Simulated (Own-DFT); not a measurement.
Simulation results for Hf36O71 (tetragonal hafnia with one neutral oxygen vacancy, atoms displaced)

All values are calculated (Own-DFT development build). A calculation, not a measurement: plane-wave PBE and HSE06 DFT by an unreviewed code, no spin, of a simulated cell at Gamma alone, so results move with cell size and shape, stress positive in tension, energies less offsets, not probed for a lower state with spin; hafnium file: forces about 75 meV/angstrom off all-electron values; oxygen file: force components 24 meV/angstrom off all-electron in a glass; k mesh not checked against a denser one; forces and stress are PBE's, HSE06 gives the energy alone, and its difference from PBE has offsets of its own; offsets are fitted by least squares, one for each functional and potential file, so energies compare only between cells with the same atoms and settings and are not formation energies; the far tail of each file's local potential was reset to the Coulomb form; each entry is a single point on an unrelaxed cell, so the pressure reflects the starting lattice, taken from the Materials Project, from which strain is counted, and rises with the displacements; printed positions are rounded, which can move forces by about a meV/angstrom; the program is a retired in-house code; no spin-orbit coupling.

Common to all runs: first functional PBE; second functional HSE06; exact exchange share 0.25; screening 0.11 1/bohr; exchange divergence Gygi-Baldereschi; potential files PseudoDojo norm-conserving, scalar-relativistic, made for PBE, standard set; wave cutoff 48 hartree; occupations fixed; k mesh 1 x 1 x 1 centred on Gamma.

(1) 
```cif
# cell vector a (Å): 10.7800 0.0000 0.0000
# cell vector b (Å): 0.0000 10.7800 0.0000
# cell vector c (Å): 0.0000 0.0000 10.4493
data_Hf36O71
_symmetry_space_group_name_H-M 'P 1'
_symmetry_Int_Tables_number 1
_cell_length_a 10.7800
_cell_length_b 10.7800
_cell_length_c 10.4493
_cell_angle_alpha 90.000
_cell_angle_beta 90.000
_cell_angle_gamma 90.000
_cell_volume 1214.30
loop_
_atom_site_label
_atom_site_type_symbol
_atom_site_fract_x
_atom_site_fract_y
_atom_site_fract_z
_atom_site_occupancy
Hf1 Hf 0.99702 0.99942 0.99721 1
Hf2 Hf 0.17198 0.16649 0.24853 1
O1 O 0.99679 0.16871 0.15413 1
O2 O 0.16262 0.99644 0.34761 1
O3 O 0.00220 0.16586 0.40260 1
O4 O 0.16277 0.00384 0.09445 1
Hf3 Hf 0.99826 0.99963 0.49877 1
Hf4 Hf 0.16976 0.16713 0.74705 1
O5 O 0.00168 0.16772 0.65503 1
O6 O 0.16561 0.00244 0.85067 1
O7 O 0.99475 0.16903 0.90097 1
O8 O 0.16920 0.99784 0.60177 1
Hf5 Hf 0.99950 0.33453 0.99746 1
Hf6 Hf 0.16355 0.49825 0.24629 1
O9 O 0.00018 0.49736 0.15636 1
O10 O 0.17000 0.33300 0.34734 1
O11 O 0.99716 0.49817 0.39992 1
O12 O 0.16814 0.33465 0.09284 1
Hf7 Hf 0.00065 0.32915 0.50146 1
Hf8 Hf 0.16277 0.50121 0.75244 1
O13 O 0.00157 0.49608 0.65919 1
O14 O 0.16793 0.33416 0.84561 1
O15 O 0.00354 0.50010 0.90325 1
O16 O 0.16822 0.33606 0.59738 1
Hf9 Hf 0.99990 0.66772 0.00231 1
Hf10 Hf 0.16543 0.83143 0.24864 1
O17 O 0.00026 0.83718 0.15086 1
O18 O 0.16378 0.66386 0.34567 1
O19 O 0.99583 0.83379 0.40576 1
O20 O 0.16614 0.66390 0.09513 1
Hf11 Hf 0.99827 0.66311 0.49337 1
Hf12 Hf 0.16773 0.83340 0.74481 1
O21 O 0.00047 0.83465 0.65793 1
O22 O 0.16955 0.66080 0.84120 1
O23 O 0.00120 0.83516 0.90509 1
O24 O 0.16560 0.66614 0.59833 1
Hf13 Hf 0.33033 0.00182 0.00030 1
Hf14 Hf 0.49591 0.16801 0.25781 1
O25 O 0.32869 0.16356 0.15613 1
O26 O 0.33098 0.16514 0.40014 1
O27 O 0.49859 0.00010 0.09999 1
Hf15 Hf 0.33145 0.00285 0.49665 1
Hf16 Hf 0.50434 0.16712 0.74522 1
O28 O 0.33157 0.16635 0.65321 1
O29 O 0.50143 0.00406 0.84082 1
O30 O 0.33342 0.16036 0.90435 1
O31 O 0.50147 0.00292 0.60187 1
Hf17 Hf 0.32820 0.33433 0.99432 1
Hf18 Hf 0.49689 0.49893 0.24716 1
O32 O 0.33435 0.49891 0.15427 1
O33 O 0.50229 0.33327 0.34754 1
O34 O 0.33764 0.50085 0.39775 1
O35 O 0.49650 0.33249 0.09267 1
Hf19 Hf 0.33200 0.33053 0.49930 1
Hf20 Hf 0.49905 0.50248 0.75055 1
O36 O 0.32939 0.50250 0.64511 1
O37 O 0.50262 0.33407 0.85433 1
O38 O 0.33735 0.49506 0.90343 1
O39 O 0.50532 0.33254 0.59689 1
Hf21 Hf 0.33129 0.66398 0.99380 1
Hf22 Hf 0.50043 0.83339 0.24715 1
O40 O 0.33198 0.83008 0.15735 1
O41 O 0.49669 0.66477 0.35213 1
O42 O 0.33274 0.83343 0.39880 1
O43 O 0.49851 0.66859 0.10082 1
Hf23 Hf 0.33054 0.67007 0.50558 1
Hf24 Hf 0.50201 0.83268 0.75106 1
O44 O 0.33518 0.83874 0.65258 1
O45 O 0.49615 0.66756 0.84465 1
O46 O 0.33457 0.82866 0.89994 1
O47 O 0.50096 0.66198 0.59703 1
Hf25 Hf 0.66686 0.99969 0.00146 1
Hf26 Hf 0.83318 0.17083 0.24983 1
O48 O 0.66836 0.16455 0.15004 1
O49 O 0.83434 0.99944 0.35216 1
O50 O 0.67399 0.16675 0.40422 1
O51 O 0.83292 0.00259 0.10116 1
Hf27 Hf 0.66571 0.00394 0.50130 1
Hf28 Hf 0.83457 0.16856 0.74577 1
O52 O 0.66480 0.16986 0.64997 1
O53 O 0.83053 0.00183 0.84324 1
O54 O 0.66643 0.17049 0.90069 1
O55 O 0.83412 0.00032 0.59379 1
Hf29 Hf 0.66637 0.33596 0.99592 1
Hf30 Hf 0.83550 0.49917 0.24818 1
O56 O 0.66389 0.49796 0.15015 1
O57 O 0.83761 0.33388 0.34505 1
O58 O 0.66651 0.50103 0.39881 1
O59 O 0.83175 0.33478 0.09506 1
Hf31 Hf 0.66783 0.33266 0.49981 1
Hf32 Hf 0.83877 0.50177 0.74758 1
O60 O 0.66532 0.49712 0.64957 1
O61 O 0.83204 0.33475 0.84787 1
O62 O 0.66433 0.49994 0.90213 1
O63 O 0.83219 0.32973 0.59633 1
Hf33 Hf 0.66753 0.66371 0.99946 1
Hf34 Hf 0.82988 0.83165 0.25360 1
O64 O 0.66530 0.82912 0.15354 1
O65 O 0.83176 0.66585 0.34393 1
O66 O 0.66122 0.83168 0.40090 1
O67 O 0.82791 0.66706 0.10117 1
Hf35 Hf 0.66737 0.66352 0.50062 1
Hf36 Hf 0.83497 0.83089 0.74895 1
O68 O 0.66730 0.83618 0.65269 1
O69 O 0.82926 0.66814 0.84761 1
O70 O 0.66905 0.82990 0.90345 1
O71 O 0.82963 0.66796 0.59560 1
_calc_PBE_energy_of_cell_above_offsets '-100.769'  # eV
_calc_HSE06_less_PBE_above_offsets '-0.140'  # eV
_calc_PBE_pressure 1.04  # GPa
_calc_PBE_stress_xx -0.94  # GPa
_calc_PBE_stress_yy -0.43  # GPa
_calc_PBE_stress_zz -1.74  # GPa
_calc_PBE_stress_yz 0.04  # GPa
_calc_PBE_stress_xz 0.65  # GPa
_calc_PBE_stress_xy -0.03  # GPa
```

Force:
```
element  x (eV/Å)  y (eV/Å)  z (eV/Å)
     Hf    -0.045      0.87     0.543
     Hf    -2.185    -0.508     0.187
      O     0.952     0.297    -0.088
      O     0.282     0.486     0.009
      O     -0.01     0.265     0.506
      O     0.425     -0.17     0.326
     Hf     0.143     0.127    -0.098
     Hf    -0.373    -0.522     0.907
      O     0.144     0.157    -0.658
      O    -0.007    -0.536    -0.651
      O     0.143    -0.055     0.147
      O    -0.676     0.135    -0.484
     Hf     -0.58    -1.109     0.484
     Hf     1.653    -0.067     0.741
      O    -0.239     0.295    -1.026
      O    -0.121    -0.001    -0.077
      O     0.112    -0.107     0.653
      O    -0.744     0.011      0.53
     Hf     0.045    -0.133    -0.495
     Hf     1.411    -0.942    -0.937
      O    -0.502     0.238    -1.288
      O     0.048    -0.371      0.13
      O     -0.33     0.614     0.091
      O    -0.391    -0.434    -0.254
     Hf    -0.584     0.489     0.106
     Hf     0.397     0.246     0.185
      O     -0.39    -0.664     0.293
      O    -0.385     0.302      0.15
      O     0.141    -0.857    -0.093
      O    -0.267    -0.015    -0.224
     Hf     0.271     0.614     0.298
     Hf     0.308     0.665     0.834
      O    -0.067    -0.172    -0.572
      O    -0.044      1.52     1.019
      O    -0.055    -1.135     -0.31
      O    -0.952     0.387    -0.281
     Hf      0.02    -0.791     0.057
     Hf      0.99     -0.58    -1.579
      O     1.424    -0.033     -0.43
      O     0.407     0.157    -0.051
      O    -0.032    -0.202    -0.037
     Hf      0.58    -1.446     0.541
     Hf    -0.317     0.556      1.04
      O     0.579      0.36    -0.634
      O     0.146     -1.02      0.85
      O    -0.226     1.278    -0.272
      O    -0.552      0.13    -1.426
     Hf     1.694    -0.935     0.617
     Hf     0.279     0.789     0.636
      O    -1.088     0.046    -0.761
      O     -0.11     -0.55     0.195
      O     -0.51    -0.427      0.91
      O    -0.123    -0.148     0.523
     Hf     0.514     1.944    -0.022
     Hf     0.003    -0.837    -0.544
      O     0.463    -0.224     1.115
      O    -0.403    -0.086    -1.567
      O    -0.271     1.132    -0.755
      O    -1.419    -0.144    -0.002
     Hf     0.906     0.216     1.043
     Hf    -0.202    -0.544     1.029
      O    -0.488     0.236    -0.782
      O     0.236     0.437    -0.793
      O     0.081     0.604     0.812
      O    -0.143    -0.137    -0.923
     Hf     1.346    -1.093    -1.402
     Hf     0.106     0.736    -0.215
      O     0.026    -0.647    -0.332
      O     0.088    -0.405     0.449
      O    -0.251     0.896     0.344
      O     -0.19     0.434     0.492
     Hf     0.058      0.78    -0.079
     Hf     -0.28    -1.138    -0.438
      O    -0.801     0.128      0.78
      O     0.058     0.019    -0.562
      O    -0.708     0.151    -0.374
      O     -0.19    -0.495    -0.651
     Hf     0.096    -1.092     -0.32
     Hf    -0.382    -0.105     0.959
      O     0.946    -0.307    -0.202
      O     0.126    -0.469     0.164
      O     0.125    -0.961    -0.097
      O     0.062     0.266     0.586
     Hf    -0.892    -0.574     0.712
     Hf    -1.572    -0.286    -0.067
      O     0.579     0.074     0.093
      O    -0.093     0.216     0.399
      O     0.444    -0.472     0.379
      O     0.563     0.241      0.13
     Hf    -0.349     0.876    -0.345
     Hf    -1.889     -0.41     0.602
      O     0.792     0.218     0.506
      O     0.285     0.551    -0.608
      O     0.096     0.657    -0.573
      O     0.756     0.198     0.093
     Hf    -0.744     0.127     0.616
     Hf    -0.015     1.084    -0.397
      O     0.345     0.484    -0.196
      O     0.434    -0.081     0.683
      O      0.06     0.676     0.268
      O     1.475    -0.231    -0.551
     Hf    -1.469     0.054    -0.877
     Hf     -0.81     0.909     0.173
      O     0.057    -0.184     0.096
      O     0.659    -0.759     0.006
      O    -0.383     0.533     0.063
      O     1.465    -0.299     0.308
```

(2) 
```cif
# cell vector a (Å): 10.7800 0.0000 0.0000
# cell vector b (Å): 0.0000 10.7800 0.0000
# cell vector c (Å): 0.0000 0.0000 10.4493
data_Hf36O71
_symmetry_space_group_name_H-M 'P 1'
_symmetry_Int_Tables_number 1
_cell_length_a 10.7800
_cell_length_b 10.7800
_cell_length_c 10.4493
_cell_angle_alpha 90.000
_cell_angle_beta 90.000
_cell_angle_gamma 90.000
_cell_volume 1214.30
loop_
_atom_site_label
_atom_site_type_symbol
_atom_site_fract_x
_atom_site_fract_y
_atom_site_fract_z
_atom_site_occupancy
Hf1 Hf 0.00575 0.00143 0.99983 1
Hf2 Hf 0.15856 0.15696 0.23925 1
O1 O 0.99602 0.16458 0.14529 1
O2 O 0.16155 0.99986 0.34643 1
O3 O 0.99264 0.16717 0.40481 1
O4 O 0.16340 0.00534 0.08161 1
Hf3 Hf 0.00791 0.99173 0.50417 1
Hf4 Hf 0.17664 0.16158 0.75415 1
O5 O 0.99228 0.16905 0.66112 1
O6 O 0.16701 0.00365 0.85404 1
O7 O 0.00908 0.17519 0.89002 1
O8 O 0.17135 0.99877 0.59699 1
Hf5 Hf 0.98851 0.34494 0.99630 1
Hf6 Hf 0.17377 0.49897 0.24984 1
O9 O 0.00680 0.50272 0.14404 1
O10 O 0.16278 0.31944 0.34505 1
O11 O 0.00564 0.50334 0.39498 1
O12 O 0.17058 0.33022 0.09615 1
Hf7 Hf 0.00581 0.33076 0.50306 1
Hf8 Hf 0.16957 0.50727 0.75520 1
O13 O 0.01628 0.50321 0.64835 1
O14 O 0.17186 0.33382 0.84275 1
O15 O 0.00441 0.49698 0.89483 1
O16 O 0.16860 0.33292 0.60246 1
Hf9 Hf 0.97675 0.65938 0.99878 1
Hf10 Hf 0.16901 0.82939 0.24572 1
O17 O 0.00178 0.82810 0.13928 1
O18 O 0.17268 0.66940 0.33810 1
O19 O 0.00116 0.84150 0.39595 1
O20 O 0.18342 0.66136 0.10807 1
Hf11 Hf 0.99845 0.66713 0.50758 1
Hf12 Hf 0.15402 0.82318 0.75811 1
O21 O 0.99330 0.82648 0.66649 1
O22 O 0.17384 0.67437 0.85788 1
O23 O 0.00441 0.82763 0.91089 1
O24 O 0.17208 0.67299 0.59358 1
Hf13 Hf 0.33759 0.00216 0.99883 1
Hf14 Hf 0.50606 0.15609 0.24412 1
O25 O 0.32542 0.14944 0.15647 1
O26 O 0.50457 0.98704 0.34350 1
O27 O 0.31762 0.16739 0.39762 1
O28 O 0.50632 0.00815 0.09391 1
Hf15 Hf 0.31979 0.99710 0.49602 1
Hf16 Hf 0.50613 0.17205 0.74615 1
O29 O 0.32807 0.16778 0.64175 1
O30 O 0.50051 0.00313 0.84361 1
O31 O 0.32631 0.17218 0.90480 1
O32 O 0.50110 0.01264 0.60050 1
Hf17 Hf 0.32546 0.31935 0.99899 1
Hf18 Hf 0.49410 0.50861 0.26665 1
O33 O 0.33609 0.51217 0.15012 1
O34 O 0.49831 0.33390 0.35506 1
O35 O 0.33890 0.49738 0.40692 1
O36 O 0.50227 0.33037 0.09760 1
Hf19 Hf 0.34160 0.33950 0.50037 1
Hf20 Hf 0.51100 0.49597 0.73748 1
O37 O 0.32622 0.50414 0.65142 1
O38 O 0.50566 0.33921 0.85559 1
O39 O 0.34014 0.51577 0.90486 1
Hf21 Hf 0.33731 0.67227 0.99638 1
Hf22 Hf 0.50135 0.83122 0.25963 1
O40 O 0.33250 0.82374 0.14897 1
O41 O 0.50028 0.66485 0.35144 1
O42 O 0.33084 0.82833 0.39826 1
O43 O 0.50505 0.67506 0.11073 1
Hf23 Hf 0.32896 0.66116 0.51221 1
Hf24 Hf 0.48441 0.83030 0.75061 1
O44 O 0.33078 0.82224 0.65291 1
O45 O 0.49374 0.66802 0.85364 1
O46 O 0.33373 0.82710 0.89864 1
O47 O 0.50667 0.67111 0.60072 1
Hf25 Hf 0.66792 0.01006 0.00456 1
Hf26 Hf 0.82897 0.16279 0.25787 1
O48 O 0.66222 0.17045 0.14418 1
O49 O 0.83074 0.00015 0.35813 1
O50 O 0.67368 0.16693 0.39198 1
O51 O 0.83791 0.99278 0.09048 1
Hf27 Hf 0.67063 0.01267 0.49282 1
Hf28 Hf 0.82600 0.16994 0.75588 1
O52 O 0.66136 0.15702 0.65305 1
O53 O 0.82531 0.00542 0.85411 1
O54 O 0.66347 0.15741 0.89103 1
O55 O 0.83712 0.99417 0.59596 1
Hf29 Hf 0.66647 0.32006 0.00613 1
Hf30 Hf 0.82470 0.51186 0.24710 1
O56 O 0.67663 0.50107 0.14926 1
O57 O 0.83412 0.32863 0.34569 1
O58 O 0.67165 0.49107 0.39865 1
O59 O 0.82736 0.33994 0.09613 1
Hf31 Hf 0.68749 0.32592 0.50752 1
Hf32 Hf 0.84748 0.49690 0.74780 1
O60 O 0.66582 0.51343 0.63800 1
O61 O 0.82253 0.32197 0.84712 1
O62 O 0.66508 0.49083 0.88522 1
O63 O 0.83112 0.34270 0.60554 1
Hf33 Hf 0.66624 0.65782 0.00152 1
Hf34 Hf 0.83442 0.82457 0.26002 1
O64 O 0.66571 0.84041 0.15665 1
O65 O 0.84232 0.67529 0.36772 1
O66 O 0.66689 0.85106 0.39917 1
O67 O 0.82558 0.66203 0.10703 1
Hf35 Hf 0.66260 0.66939 0.49806 1
Hf36 Hf 0.83576 0.83300 0.75750 1
O68 O 0.67074 0.82847 0.66283 1
O69 O 0.82733 0.66161 0.85485 1
O70 O 0.66442 0.84105 0.89553 1
O71 O 0.84173 0.66327 0.60032 1
_calc_PBE_energy_of_cell_above_offsets '-89.051'  # eV
_calc_HSE06_less_PBE_above_offsets '0.517'  # eV
_calc_PBE_pressure 3.46  # GPa
_calc_PBE_stress_xx -4.79  # GPa
_calc_PBE_stress_yy -2.89  # GPa
_calc_PBE_stress_zz -2.7  # GPa
_calc_PBE_stress_yz -0.27  # GPa
_calc_PBE_stress_xz 0.84  # GPa
_calc_PBE_stress_xy -0.3  # GPa
```

Force:
```
element  x (eV/Å)  y (eV/Å)  z (eV/Å)
     Hf    -2.372     0.978    -1.378
     Hf     0.384     1.611     1.738
      O     -1.12     0.082      0.26
      O     0.158    -0.704    -0.029
      O     -0.05    -0.999     0.378
      O     1.827     -0.43      2.37
     Hf    -2.089     2.609    -0.549
     Hf    -2.276     1.747    -0.735
      O     1.021     0.151     -1.26
      O     0.175    -1.904    -1.287
      O     -0.77    -0.046     2.184
      O    -1.803    -0.488     1.406
     Hf     2.028    -3.689     1.234
     Hf    -0.544     0.222    -1.002
      O    -1.539     0.047    -0.253
      O    -0.465     2.022    -0.107
      O    -0.244    -0.091     1.391
      O    -1.446     0.105     0.027
     Hf     1.891    -0.473     -1.17
     Hf      2.11    -1.767     1.234
      O     -2.14     0.333     0.074
      O     0.582     1.183     0.405
      O    -1.195     1.073    -1.051
      O    -0.207     0.214     -1.19
     Hf     3.707     1.644     1.444
     Hf     0.071    -1.129    -0.981
      O    -0.557     -0.51     1.831
      O    -0.243    -0.924     1.954
      O     0.085    -1.817     0.865
      O    -3.001     0.281    -1.185
     Hf     0.692    -0.723    -2.213
     Hf     2.415      2.06     0.579
      O      1.93     0.104    -2.177
      O    -1.303    -1.854    -0.912
      O    -0.501     0.019    -1.443
      O    -2.783     0.241     1.541
     Hf     0.113    -1.158    -0.344
     Hf    -2.805     1.273     0.977
      O     2.149     0.356    -1.132
      O    -0.514     4.277     0.753
      O     1.525     -0.76     0.875
      O    -1.817     0.185     0.818
     Hf     3.241     1.438    -0.969
     Hf    -2.145    -1.102     0.406
      O     1.744     0.412      1.13
      O    -1.576     0.117     0.481
      O     0.478    -2.922    -1.548
      O     -0.91    -0.924    -1.524
     Hf     1.465      5.11     0.834
     Hf    -0.124    -2.871    -3.185
      O     1.219    -1.549     1.938
      O    -0.258    -0.921     -0.09
      O    -0.398     1.208    -0.844
      O    -1.009    -0.659     0.454
     Hf    -0.735    -3.418     0.256
     Hf    -0.969     0.667     2.736
      O     1.684    -0.093    -0.436
      O    -0.648    -1.271    -1.816
      O    -1.157    -3.614    -0.881
     Hf     0.421    -1.304     2.403
     Hf    -0.344    -1.759    -2.717
      O     0.832      2.42     0.371
      O     1.047     1.282     2.169
      O     0.118     0.418     0.841
      O     0.905    -0.865    -0.968
     Hf     1.919     1.502    -1.672
     Hf     3.448     0.592     1.107
      O    -1.406     0.458    -0.622
      O     1.466     -0.22    -0.869
      O      0.11     3.337    -0.448
      O    -1.588    -0.252    -0.356
     Hf     1.583    -3.897    -1.731
     Hf     2.065    -0.408     -0.73
      O     1.954    -0.443      0.31
      O      0.35     -0.08    -1.661
      O    -0.805     0.922     0.035
      O    -0.618     0.781     1.406
     Hf    -0.355    -2.513     2.568
     Hf     2.085    -3.758    -0.816
      O     2.256     1.787    -1.892
      O     1.403     -0.51     -1.02
      O    -0.359     2.276     0.827
      O      -0.1     0.034     0.179
     Hf    -1.966     1.666    -1.975
     Hf     2.301    -2.175     1.926
      O    -2.876     0.189    -0.577
      O    -0.109     1.104     0.357
      O     0.418     1.465     0.012
      O     1.294    -0.059      0.24
     Hf    -4.044     1.483    -2.835
     Hf    -2.243      0.45    -0.364
      O     1.585    -0.914     0.346
      O      0.99     3.479     1.248
      O     0.827     1.116     1.352
      O     2.439     0.268     1.034
     Hf    -3.152     1.246    -1.576
     Hf    -0.244     3.454    -1.681
      O     0.952    -0.473     0.561
      O    -1.094    -1.431    -1.331
      O     0.154    -3.573     0.622
      O     0.514     0.501      0.68
     Hf     0.959     0.544     1.285
     Hf    -4.414     1.806     0.698
      O     -0.24    -0.607    -1.235
      O     1.183    -0.401     0.323
      O     0.503    -1.236     2.294
      O    -1.101     -0.66     1.001
```
